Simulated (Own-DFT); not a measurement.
Simulation results for In31GaP32 (zincblende with substituted atoms, atoms displaced)

All values are calculated (Own-DFT development build). A calculation, not a measurement: plane-wave PBE density functional theory by an unreviewed code, no spin, of a simulated periodic cell, stress positive in tension, free energy of the whole cell less one offset for each atom, not probed for a lower state with spin; forces on such cells moved up to 12 meV/angstrom on a denser k mesh; offsets are fitted by least squares, one for each functional and potential file, so energies compare only between cells with the same atoms and settings and are not formation energies; the far tail of each file's local potential was reset to the Coulomb form; each entry is a single point on an unrelaxed cell, so the pressure reflects the starting lattice, mostly measured values (interpolated for alloys), from which strain is counted, and rises with the displacements; printed positions are rounded, which can move forces by about a meV/angstrom; the program, named Own-DFT, is a retired in-house code; no spin-orbit coupling; before rounding, a Quantum ESPRESSO 7.3.1 run of the same cell and cutoff gave forces within 1 meV/angstrom rms on each cell, which checks the program and not the settings.

Settings shared by all entries: functional PBE; potential files PseudoDojo norm-conserving, scalar-relativistic, standard set; wave cutoff 42 hartree; occupations Fermi-Dirac; smearing width 0.1 eV; k mesh 3 x 3 x 3 centred on Gamma.

(1) In31GaP32 (zincblende with substituted atoms, atoms displaced)

```
In31GaP32
1.0
     11.7374     0.0000     0.0000
      0.0000    11.7374     0.0000
      0.0000     0.0000    11.7374
In P In P In P In P In P In P In Ga In P In P
4 4 4 4 4 4 4 4 4 4 4 4 1 1 2 4 4 4
Direct
  0.00093 0.00031 0.00429
  0.00006 0.24715 0.24948
  0.24479 0.00388 0.25310
  0.25154 0.24676 0.00185
  0.12430 0.12120 0.12743
  0.12706 0.37634 0.37198
  0.37499 0.12873 0.37484
  0.37363 0.37270 0.12769
  0.99726 0.99742 0.49812
  0.99954 0.25349 0.74525
  0.24597 0.00365 0.74846
  0.25006 0.25262 0.49885
  0.12413 0.12683 0.62665
  0.12367 0.37599 0.87590
  0.37812 0.12369 0.87802
  0.37542 0.37074 0.61923
  0.99964 0.49951 0.00020
  0.99609 0.75159 0.25209
  0.25070 0.49780 0.24817
  0.24955 0.74748 0.99823
  0.12511 0.62407 0.12387
  0.12338 0.87637 0.37556
  0.37626 0.62370 0.38376
  0.37656 0.87146 0.12632
  0.00406 0.50284 0.50008
  0.99980 0.74910 0.74922
  0.25218 0.49502 0.75157
  0.25219 0.75313 0.49722
  0.12371 0.62211 0.62999
  0.12309 0.87198 0.87440
  0.37287 0.62660 0.87390
  0.37475 0.87267 0.62078
  0.49932 0.99755 0.00174
  0.49715 0.24780 0.25072
  0.75121 0.99870 0.25017
  0.75026 0.25349 0.00130
  0.62720 0.12441 0.12352
  0.62628 0.37265 0.37446
  0.87385 0.12622 0.37178
  0.87165 0.37317 0.12619
  0.49975 0.00112 0.50317
  0.50326 0.25022 0.75039
  0.74891 0.99956 0.75227
  0.74860 0.25062 0.50484
  0.62312 0.12815 0.62781
  0.62577 0.36810 0.87754
  0.87524 0.12347 0.86883
  0.87071 0.37451 0.62739
  0.49802 0.50498 0.99992
  0.49950 0.75069 0.25418
  0.75121 0.50166 0.25230
  0.74467 0.74880 0.99842
  0.62673 0.62487 0.12551
  0.62775 0.87556 0.37288
  0.87395 0.62615 0.37684
  0.87645 0.87865 0.12236
  0.50020 0.49738 0.50081
  0.49938 0.75332 0.74616
  0.75263 0.49744 0.75200
  0.74678 0.75269 0.49853
  0.62621 0.61909 0.62792
  0.62076 0.87414 0.87822
  0.87807 0.62323 0.87486
  0.87553 0.87488 0.62022
```

- free energy of cell above offsets: -34.674 eV
- pressure: 2.91 GPa
- stress xx: -2.93 GPa
- stress yy: -2.91 GPa
- stress zz: -2.9 GPa
- stress yz: 0.08 GPa
- stress xz: -0.28 GPa
- stress xy: -0.05 GPa

Force:
| element | x (eV/Å) | y (eV/Å) | z (eV/Å) |
| --- | --- | --- | --- |
| In | -0.069 | 0.098 | -0.91 |
| In | 0.001 | 0.388 | -0.017 |
| In | 0.821 | -0.547 | -0.019 |
| In | -0.269 | 0.153 | -0.141 |
| P | 0.052 | 0.576 | -0.349 |
| P | -0.443 | -0.186 | 0.222 |
| P | -0.168 | -0.611 | 0.273 |
| P | 0.305 | 0.238 | -0.447 |
| In | 0.174 | 0.659 | 0.044 |
| In | 0.001 | -0.151 | 0.483 |
| In | 0.448 | -0.427 | 0.338 |
| In | -0.39 | -0.391 | -0.105 |
| P | -0.125 | -0.015 | -0.726 |
| P | 0.17 | -0.5 | 0.099 |
| P | -0.282 | -0.006 | -0.434 |
| P | 0.15 | 0.275 | 0.885 |
| In | -0.073 | -0.132 | 0.281 |
| In | 0.245 | -0.126 | -0.378 |
| In | 0.171 | 0.586 | 0.171 |
| In | -0.052 | 0.253 | 0.252 |
| P | -0.162 | 0.165 | 0.373 |
| P | 0.084 | -0.239 | -0.049 |
| P | 0.384 | 0.47 | -1.529 |
| P | 0.075 | -0.315 | 0.859 |
| In | -0.394 | -0.368 | 0.028 |
| In | -0.215 | 0.116 | -0.089 |
| In | 0.075 | 0.059 | -0.219 |
| In | -0.68 | -0.445 | 0.285 |
| P | 0.625 | 0.332 | -0.414 |
| P | 0.175 | 0.438 | 0.087 |
| P | 0.321 | -0.122 | -0.326 |
| P | -0.186 | 0.648 | 0.507 |
| In | 0.038 | 0.17 | 0.352 |
| In | 0.62 | 0.101 | -0.263 |
| In | -0.038 | 0.212 | -0.318 |
| In | 0.284 | -0.855 | -0.179 |
| P | -0.237 | -0.022 | 0.204 |
| P | -0.143 | 0.112 | 0.001 |
| P | -0.079 | -0.039 | 0.637 |
| P | 0.553 | 0.32 | 0.093 |
| In | 0.109 | 0.061 | -0.436 |
| In | -0.643 | 0.081 | 0.133 |
| In | -0.107 | -0.303 | -0.278 |
| In | 0.099 | -0.168 | -0.501 |
| P | 0.272 | -0.659 | -0.203 |
| P | -0.306 | 1.126 | -0.111 |
| P | 0.275 | 0.355 | 0.789 |
| P | 0.632 | 0.306 | -0.629 |
| In | 0.094 | -0.541 | 0.003 |
| Ga | 0.014 | -0.147 | -0.108 |
| In | -0.117 | -0.177 | -0.027 |
| In | 0.686 | 0.058 | 0.048 |
| P | -0.836 | 0.51 | 0.845 |
| P | -1.152 | -0.37 | -0.321 |
| P | 0.09 | -0.047 | 0.085 |
| P | -0.475 | -0.68 | 0.161 |
| In | 0.426 | -0.078 | 0.002 |
| In | 0.128 | -0.481 | 0.178 |
| In | -0.331 | 0.058 | 0.439 |
| In | -0.005 | -0.513 | 0.331 |
| P | -0.043 | 0.53 | -0.164 |
| P | 0.257 | 0.048 | -0.578 |
| P | -0.481 | 0.276 | 0.125 |
| P | -0.354 | -0.117 | 0.656 |

(2) In31GaP32 (zincblende with substituted atoms, atoms displaced)

```
In31GaP32
1.0
     11.7374     0.0000     0.0000
      0.0000    11.7374     0.0000
      0.0000     0.0000    11.7374
In P In P In P In P In P In P In P In Ga P
4 4 4 4 4 4 4 4 4 4 4 4 4 4 3 1 4
Direct
  0.99870 0.99906 0.00025
  0.00527 0.24796 0.25297
  0.25161 0.00083 0.24730
  0.25221 0.25342 0.99968
  0.12740 0.12804 0.12753
  0.11903 0.37370 0.37553
  0.37760 0.12795 0.37427
  0.37466 0.37599 0.12470
  0.00430 0.99960 0.49623
  0.99715 0.25211 0.75150
  0.25267 0.00224 0.75294
  0.24903 0.24754 0.50049
  0.12326 0.12145 0.62577
  0.12450 0.37481 0.87709
  0.37404 0.12660 0.87475
  0.37749 0.37640 0.62637
  0.99892 0.49562 0.99952
  0.00790 0.75064 0.24585
  0.25022 0.50141 0.24862
  0.24758 0.75475 0.00300
  0.12750 0.63029 0.12164
  0.12100 0.87723 0.37598
  0.37609 0.63017 0.37489
  0.37199 0.87851 0.12243
  0.00279 0.50085 0.50301
  0.99824 0.74911 0.75115
  0.25131 0.49812 0.74643
  0.24995 0.74977 0.49908
  0.12774 0.62283 0.62159
  0.12574 0.87794 0.87498
  0.37447 0.62145 0.87577
  0.36828 0.87517 0.62224
  0.49838 0.00179 0.00131
  0.50041 0.25168 0.25300
  0.75314 0.99764 0.24713
  0.75054 0.24761 0.00184
  0.62519 0.12422 0.12687
  0.62601 0.37428 0.37359
  0.87167 0.12403 0.37777
  0.87611 0.37223 0.12677
  0.49749 0.99940 0.49861
  0.49847 0.25256 0.74557
  0.74919 0.99559 0.75147
  0.74953 0.24984 0.50036
  0.62793 0.12551 0.62856
  0.62605 0.37525 0.87455
  0.87214 0.13108 0.87920
  0.87417 0.37755 0.62545
  0.49729 0.50518 0.00443
  0.49594 0.75181 0.24810
  0.75226 0.50242 0.25042
  0.74672 0.74678 0.00217
  0.62953 0.62499 0.12650
  0.62706 0.87495 0.37552
  0.87801 0.62234 0.37338
  0.87521 0.87393 0.12330
  0.49950 0.50020 0.50192
  0.50118 0.74864 0.74971
  0.75144 0.50236 0.75004
  0.75008 0.74999 0.50009
  0.62488 0.62140 0.62660
  0.62466 0.87704 0.87845
  0.87193 0.62095 0.87691
  0.87445 0.87754 0.62538
```

- free energy of cell above offsets: -34.679 eV
- pressure: 2.91 GPa
- stress xx: -2.9 GPa
- stress yy: -2.9 GPa
- stress zz: -2.94 GPa
- stress yz: -0.2 GPa
- stress xz: 0.15 GPa
- stress xy: 0.08 GPa

Force:
| element | x (eV/Å) | y (eV/Å) | z (eV/Å) |
| --- | --- | --- | --- |
| In | 0.086 | 0.49 | 0.002 |
| In | -0.858 | -0.197 | -0.102 |
| In | -0.209 | 0.163 | 0.555 |
| In | -0.195 | -0.253 | 0.045 |
| P | -0.063 | -0.315 | -0.524 |
| P | 0.98 | 0.398 | 0.183 |
| P | -0.378 | -0.327 | 0.046 |
| P | 0.184 | -0.008 | 0.292 |
| In | -0.806 | 0.285 | 0.451 |
| In | 0.127 | -0.16 | -0.15 |
| In | -0.263 | -0.119 | -0.253 |
| In | -0.077 | 0.248 | 0.065 |
| P | 0.081 | 0.43 | 0.239 |
| P | 0.233 | 0.057 | -0.46 |
| P | 0.324 | 0.219 | 0.049 |
| P | -0.516 | -0.221 | -0.584 |
| In | -0.002 | 0.35 | 0.295 |
| In | -0.819 | 0.036 | 0.377 |
| In | -0.201 | -0.017 | 0.307 |
| In | 0.367 | -0.218 | -0.817 |
| P | -0.21 | -0.967 | 0.025 |
| P | 0.916 | -0.338 | -0.475 |
| P | -0.129 | -0.653 | -0.001 |
| P | 0.387 | -0.218 | 0.207 |
| In | -0.46 | -0.147 | -0.225 |
| In | 0.083 | -0.101 | -0.059 |
| In | -0.232 | 0.075 | 0.466 |
| In | -0.34 | 0.134 | -0.213 |
| P | -0.123 | 0.408 | 0.555 |
| P | -0.191 | -0.209 | -0.118 |
| P | -0.299 | 0.686 | -0.043 |
| P | 0.701 | 0.021 | 0.45 |
| In | 0.153 | 0.219 | -0.128 |
| In | 0.099 | 0.019 | -0.452 |
| In | -0.159 | 0.109 | 0.306 |
| In | -0.502 | 0.575 | 0.176 |
| P | -0.16 | 0.055 | 0.062 |
| P | -0.008 | 0.395 | 0.25 |
| P | 0.43 | 0.007 | -0.35 |
| P | 0.018 | 0.038 | 0.18 |
| In | 0.4 | 0.077 | 0.307 |
| In | 0.483 | -0.263 | 0.615 |
| In | 0.195 | 0.545 | 0.226 |
| In | -0.006 | 0.113 | 0.158 |
| P | -0.419 | -0.257 | -0.324 |
| P | -0.289 | 0.12 | 0.288 |
| P | 0.395 | -0.96 | -0.562 |
| P | 0.071 | -0.145 | -0.116 |
| In | 0.571 | -0.48 | -0.328 |
| In | 0.593 | 0.176 | -0.052 |
| In | 0.072 | -0.453 | 0.055 |
| In | 0.372 | 0.37 | -0.345 |
| P | -0.797 | 0.037 | 0.287 |
| P | 0.317 | -0.642 | 0.402 |
| P | -0.322 | 1.105 | 0.688 |
| P | 0.133 | -0.277 | 0.011 |
| In | 0.151 | 0.041 | -0.484 |
| In | -0.264 | 0.236 | 0.031 |
| In | -0.241 | -0.46 | 0.08 |
| Ga | 0.074 | -0.11 | -0.03 |
| P | 0.622 | 1.026 | -0.775 |
| P | -0.222 | -0.381 | -0.098 |
| P | 0.426 | 0.501 | 0.078 |
| P | -0.28 | -0.869 | -0.739 |

(3) In31GaP32 (zincblende with substituted atoms, atoms displaced)

```
In31GaP32
1.0
     11.7374     0.0000     0.0000
      0.0000    11.7374     0.0000
      0.0000     0.0000    11.7374
In P In P In P In P In Ga In P In P In P In P
4 4 4 4 4 4 4 4 1 1 2 4 4 4 4 4 4 4
Direct
  0.00156 0.99457 0.99977
  0.00325 0.24891 0.25331
  0.24881 0.00626 0.25124
  0.25359 0.25058 0.00392
  0.12805 0.12218 0.12432
  0.12669 0.37867 0.37563
  0.37563 0.12270 0.37639
  0.37594 0.37626 0.12331
  0.00015 0.00006 0.49879
  0.00093 0.24947 0.75030
  0.24765 0.00264 0.74591
  0.24969 0.24960 0.49824
  0.12170 0.12038 0.62522
  0.12539 0.37237 0.87823
  0.37612 0.12926 0.87555
  0.37813 0.37597 0.62530
  0.00257 0.50335 0.99974
  0.99605 0.75184 0.25463
  0.25016 0.49965 0.24866
  0.25643 0.75160 0.00170
  0.12458 0.62790 0.11921
  0.12480 0.87720 0.37270
  0.37803 0.62487 0.37622
  0.37513 0.87549 0.12611
  0.99873 0.50192 0.50291
  0.00026 0.75092 0.75034
  0.25144 0.49917 0.74920
  0.24460 0.74896 0.49945
  0.12614 0.62513 0.62402
  0.12838 0.87437 0.87580
  0.37126 0.62365 0.87280
  0.37483 0.87393 0.62214
  0.49803 0.99911 0.99801
  0.49884 0.25067 0.25069
  0.74873 0.00459 0.24880
  0.75196 0.24853 0.99450
  0.62753 0.12909 0.12778
  0.62509 0.37600 0.37593
  0.87518 0.12433 0.37857
  0.87402 0.37425 0.12701
  0.50291 0.99670 0.49671
  0.49755 0.24790 0.75219
  0.74687 0.99907 0.74844
  0.75100 0.24933 0.49755
  0.62809 0.12276 0.62643
  0.62108 0.37449 0.87402
  0.87595 0.12649 0.87100
  0.87664 0.37697 0.62342
  0.50418 0.50128 0.00164
  0.49816 0.74934 0.24551
  0.74847 0.50139 0.25369
  0.74646 0.75069 0.00076
  0.62411 0.62301 0.12953
  0.62756 0.87420 0.37709
  0.87208 0.61954 0.37740
  0.87450 0.87607 0.12286
  0.49957 0.50059 0.49712
  0.50072 0.74866 0.74756
  0.75120 0.50150 0.75060
  0.75004 0.74741 0.49919
  0.62231 0.62382 0.62073
  0.62413 0.87093 0.87963
  0.87166 0.62683 0.86737
  0.87902 0.87240 0.62753
```

- free energy of cell above offsets: -34.798 eV
- pressure: 2.88 GPa
- stress xx: -2.88 GPa
- stress yy: -2.89 GPa
- stress zz: -2.86 GPa
- stress yz: 0.09 GPa
- stress xz: -0.2 GPa
- stress xy: 0.07 GPa

Force:
| element | x (eV/Å) | y (eV/Å) | z (eV/Å) |
| --- | --- | --- | --- |
| In | -0.052 | 0.525 | -0.259 |
| In | -0.145 | 0.075 | -0.235 |
| In | 0.292 | -0.591 | -0.072 |
| In | -0.263 | -0.068 | -0.182 |
| P | -0.513 | 0.374 | -0.158 |
| P | -0.186 | -0.167 | 0.107 |
| P | 0.742 | 0.876 | -0.564 |
| P | 0.757 | -0.501 | 0.917 |
| In | -0.196 | -0.363 | 0.134 |
| In | 0.062 | 0.267 | -0.178 |
| In | 0.528 | -0.314 | 0.428 |
| In | 0.012 | 0.062 | 0.38 |
| P | 0.196 | 0.775 | -0.319 |
| P | 0.127 | 0.178 | -0.273 |
| P | -0.454 | -0.699 | 0.001 |
| P | -0.26 | -0.271 | -0.187 |
| In | -0.666 | -0.294 | -0.211 |
| In | 0.088 | -0.337 | -0.417 |
| In | 0.045 | 0.383 | -0.102 |
| In | -0.352 | -0.094 | -0.261 |
| P | 0.11 | 0.213 | 0.855 |
| P | 0.03 | -0.087 | 0.11 |
| P | -0.604 | 0.237 | -0.343 |
| P | -0.066 | 0.45 | 0.167 |
| In | 0.315 | -0.142 | -0.156 |
| In | 0.438 | -0.097 | 0.104 |
| In | -0.338 | -0.316 | 0.007 |
| In | 0.511 | 0.144 | -0.233 |
| P | -0.209 | -0.102 | 0.348 |
| P | 0.08 | -0.07 | -0.175 |
| P | 0.689 | 0.107 | 0.293 |
| P | -0.101 | 0.13 | 0.13 |
| In | 0.252 | 0.33 | 0.359 |
| Ga | 0.087 | 0.056 | -0.02 |
| In | 0.182 | -0.395 | 0.236 |
| In | -0.099 | 0.347 | 0.359 |
| P | -1.109 | 0.429 | -0.007 |
| P | -0.71 | -0.864 | -0.602 |
| P | 0.146 | 0.008 | -0.457 |
| P | 0.171 | 0.133 | -0.174 |
| In | -0.071 | 0.203 | 0.438 |
| In | 0.406 | 0.163 | -0.523 |
| In | 0.419 | -0.407 | 0.369 |
| In | -0.125 | 0.179 | 0.398 |
| P | -0.568 | 0.368 | -0.357 |
| P | 0.515 | 0.115 | -0.044 |
| P | 0.034 | -0.664 | 0.303 |
| P | -0.237 | -0.359 | 0.258 |
| In | -0.407 | 0.033 | -0.312 |
| In | 0.179 | 0.218 | 0.64 |
| In | 0.116 | -0.53 | -0.417 |
| In | 0.448 | -0.501 | 0.195 |
| P | 0.293 | 0.236 | -0.366 |
| P | 0.018 | -0.164 | -0.727 |
| P | 0.381 | 0.583 | -0.118 |
| P | -0.255 | -0.134 | 0.383 |
| In | -0.009 | -0.253 | 0.183 |
| In | -0.197 | -0.006 | 0.128 |
| In | -0.558 | -0.397 | -0.419 |
| In | 0.169 | 0.225 | 0.338 |
| P | 0.327 | -0.027 | 0.389 |
| P | -0.21 | 0.446 | -0.685 |
| P | 0.34 | 0.073 | 1.052 |
| P | -0.544 | 0.273 | -0.457 |

(4) In31GaP32 (zincblende with substituted atoms, atoms displaced)

```
In31GaP32
1.0
     11.7374     0.0000     0.0000
      0.0000    11.7374     0.0000
      0.0000     0.0000    11.7374
In P In P In P In Ga P In P In P In P In P
4 4 4 4 4 4 3 1 4 4 4 4 4 4 4 4 4
Direct
  0.00289 0.00084 0.99534
  0.99687 0.25184 0.25449
  0.25242 0.00364 0.24868
  0.25117 0.24904 0.99791
  0.12262 0.12421 0.12485
  0.12714 0.37364 0.37333
  0.37351 0.12420 0.37315
  0.37554 0.37357 0.12420
  0.00215 0.99944 0.49775
  0.00284 0.25162 0.75035
  0.25031 0.99888 0.74930
  0.24942 0.25453 0.50449
  0.12643 0.12483 0.62749
  0.12382 0.37438 0.88182
  0.37260 0.12456 0.87597
  0.37334 0.37853 0.62309
  0.99901 0.50498 0.00030
  0.00013 0.75186 0.25132
  0.25351 0.49892 0.25258
  0.25216 0.75383 0.00364
  0.12631 0.62441 0.12636
  0.12545 0.88034 0.37606
  0.37348 0.62507 0.37368
  0.37140 0.87204 0.12118
  0.99715 0.50062 0.49583
  0.00185 0.75442 0.74942
  0.24886 0.50275 0.75305
  0.24915 0.74692 0.49841
  0.12571 0.62283 0.62380
  0.12420 0.87236 0.87194
  0.37408 0.62846 0.87943
  0.37351 0.87701 0.62493
  0.49480 0.00226 0.00043
  0.49964 0.24691 0.24770
  0.75213 0.00140 0.25472
  0.74977 0.25085 0.00285
  0.62356 0.12581 0.12335
  0.62891 0.37494 0.37395
  0.87392 0.12510 0.37141
  0.88087 0.37425 0.12606
  0.49666 0.99905 0.50412
  0.50361 0.24982 0.74759
  0.74968 0.00279 0.74987
  0.74831 0.24527 0.50427
  0.62273 0.13063 0.62671
  0.62710 0.37594 0.87488
  0.87495 0.12622 0.87621
  0.87855 0.37962 0.62209
  0.49700 0.49763 0.99640
  0.49853 0.75092 0.25363
  0.74954 0.49640 0.24643
  0.74903 0.74955 0.00383
  0.62689 0.62401 0.13109
  0.62185 0.87382 0.37443
  0.87567 0.62269 0.37727
  0.87719 0.87696 0.12114
  0.50105 0.49945 0.49663
  0.50325 0.74933 0.74944
  0.74841 0.49973 0.74945
  0.74947 0.74735 0.50101
  0.62347 0.62273 0.62651
  0.62539 0.87628 0.88068
  0.87450 0.62543 0.87286
  0.87349 0.87441 0.62431
```

* free energy of cell above offsets: -34.770 eV
* pressure: 2.88 GPa
* stress xx: -2.89 GPa
* stress yy: -2.88 GPa
* stress zz: -2.87 GPa
* stress yz: -0.06 GPa
* stress xz: -0.1 GPa
* stress xy: -0.11 GPa

Force:
| element | x (eV/Å) | y (eV/Å) | z (eV/Å) |
| --- | --- | --- | --- |
| In | -0.082 | -0.057 | 0.145 |
| In | 0.557 | -0.22 | -0.376 |
| In | -0.288 | -0.345 | -0.21 |
| In | -0.252 | -0.024 | 0.513 |
| P | 0.101 | 0.29 | 0.06 |
| P | -0.191 | 0.161 | 0.263 |
| P | 0.2 | 0.37 | 0.575 |
| P | -0.031 | 0.02 | 0.055 |
| In | -0.358 | 0.302 | 0.422 |
| In | -0.259 | 0.113 | 0.061 |
| In | -0.116 | 0.019 | 0.183 |
| In | -0.004 | -0.516 | -0.384 |
| P | -0.182 | 0.04 | -0.279 |
| P | 0.087 | 0.309 | -0.551 |
| P | 0.298 | 0.171 | -0.557 |
| P | 0.39 | 0.006 | 0.519 |
| In | 0.051 | -0.084 | 0.029 |
| In | 0.005 | -0.03 | -0.016 |
| In | -0.309 | -0.082 | -0.475 |
| In | -0.867 | -0.616 | -0.497 |
| P | 0.072 | 0.174 | 0.142 |
| P | 0.896 | -1.162 | 0.199 |
| P | -0.395 | 0.664 | 0.901 |
| P | 0.721 | 0.69 | 0.94 |
| In | 0.757 | -0.087 | 0.093 |
| In | -0.278 | -0.626 | -0.341 |
| In | 0.027 | -0.197 | 0.169 |
| Ga | -0.106 | 0.234 | 0.108 |
| P | 0.331 | 0.803 | -0.582 |
| P | 0.471 | 0.311 | 0.399 |
| P | 0.104 | -0.057 | -0.471 |
| P | -0.463 | -1.226 | -0.393 |
| In | 0.299 | -0.223 | 0.064 |
| In | 0.094 | 0.321 | 0.322 |
| In | -0.437 | -0.457 | -0.798 |
| In | 0.201 | 0.062 | -0.07 |
| P | 0.221 | -0.392 | 0.203 |
| P | -0.358 | -0.418 | 0.104 |
| P | 0.139 | 0.093 | 0.917 |
| P | -0.472 | 0.176 | -0.27 |
| In | 0.25 | 0.277 | -0.474 |
| In | -0.827 | 0.55 | 0.548 |
| In | -0.055 | -0.215 | 0.179 |
| In | 0.522 | 0.672 | -0.432 |
| P | 0.131 | -1.094 | -0.215 |
| P | -0.147 | -0.199 | 0.04 |
| P | -0.008 | 0.184 | -0.23 |
| P | -0.406 | -0.664 | 0.363 |
| In | 0.367 | 0.308 | 0.448 |
| In | -0.105 | -0.073 | -0.53 |
| In | 0.486 | 0.094 | 0.308 |
| In | 0.133 | -0.142 | -0.089 |
| P | -0.595 | 0.016 | -0.607 |
| P | 0.359 | 0.328 | 0.446 |
| P | -0.389 | 0.387 | -0.667 |
| P | -0.098 | 0.047 | 0.435 |
| In | -0.005 | -0.002 | 0.027 |
| In | -0.28 | 0.301 | 0.292 |
| In | 0.365 | -0.025 | -0.049 |
| In | -0.112 | 0.048 | -0.104 |
| P | 0.022 | 0.065 | -0.291 |
| P | -0.11 | 0.076 | -0.472 |
| P | -0.077 | 0.236 | 0.045 |
| P | 0.003 | 0.315 | -0.087 |
